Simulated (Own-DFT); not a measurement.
# Misfit strain and the stress it brings: wurtzite GaN, 72 atoms (Ga36N36)

Calculated, not measured: single-point runs of Own-DFT, a retired in-house plane-wave DFT program that no person has reviewed, on unrelaxed cells, without spin or spin-orbit coupling.

Method: PBE; PseudoDojo norm-conserving scalar-relativistic files (stringent for Ga); cutoff 96 hartree; 4 x 4 x 3 k mesh centred on Gamma; Gaussian smearing of 0.01 eV.

Limits: forces not confirmed at this smearing and k mesh; stress not checked against mesh or cutoff.

Unstrained cell vectors in Å: (9.567, 0.000, 0.000); (-4.784, 8.285, 0.000); (0.000, 0.000, 10.370). The unstrained cell has measured lattice constants (interpolated for alloys), not those of this functional. That, the random moves and any unrelaxed bonds set the pressure at no strain. Each run strains x and y alike by e, as a substrate would, and holds the height along z. Each coordinate of each atom was shifted by a normal deviate of width 0.05 Å. Stress is positive in tension.

```
e (%),u (Å),(s_xx + s_yy)/2 (GPa),s_zz (GPa)
-3.00,0.053,-26.57,-12.34
-2.50,0.049,-21.63,-11.55
-1.00,0.051,-11.63,-10.54
-0.25,0.050,?,?
0.25,0.046,-5.61,-6.45
0.50,0.049,-4.02,-7.30
0.75,0.049,-2.55,-5.45
1.50,0.046,0.73,-5.29
2.25,0.053,3.48,-3.95
3.00,0.049,6.79,-4.47
```

## Worked fit

With e as a fraction, the in-plane stress is -6.5 + 539 e - 3643 e² GPa (errors 9 and 502, scatter 0.52), and s_zz is -7.8 + 151 e GPa (slope ± 16, scatter 0.90). At e = 0 the first slope is C11 + C12 and the second 2 C13, both with the ions held to the strained lattice and at the cell's own pressure. The term in e² is negative: the layer stiffens under compression and softens under tension. A free layer would change its height as e changes, and the in-plane slope would drop by 2 C13²/C33 to the biaxial modulus. At fixed height, a misfit of 1 % moves the in-plane stress by about 5.4 GPa and s_zz by 1.5 GPa.

## Withheld run

Question: what are the two stresses at e = -0.25 %?

The fitted form gives -7.8 and -8.2 GPa. The calculation gave -8.52 and -7.22 GPa.
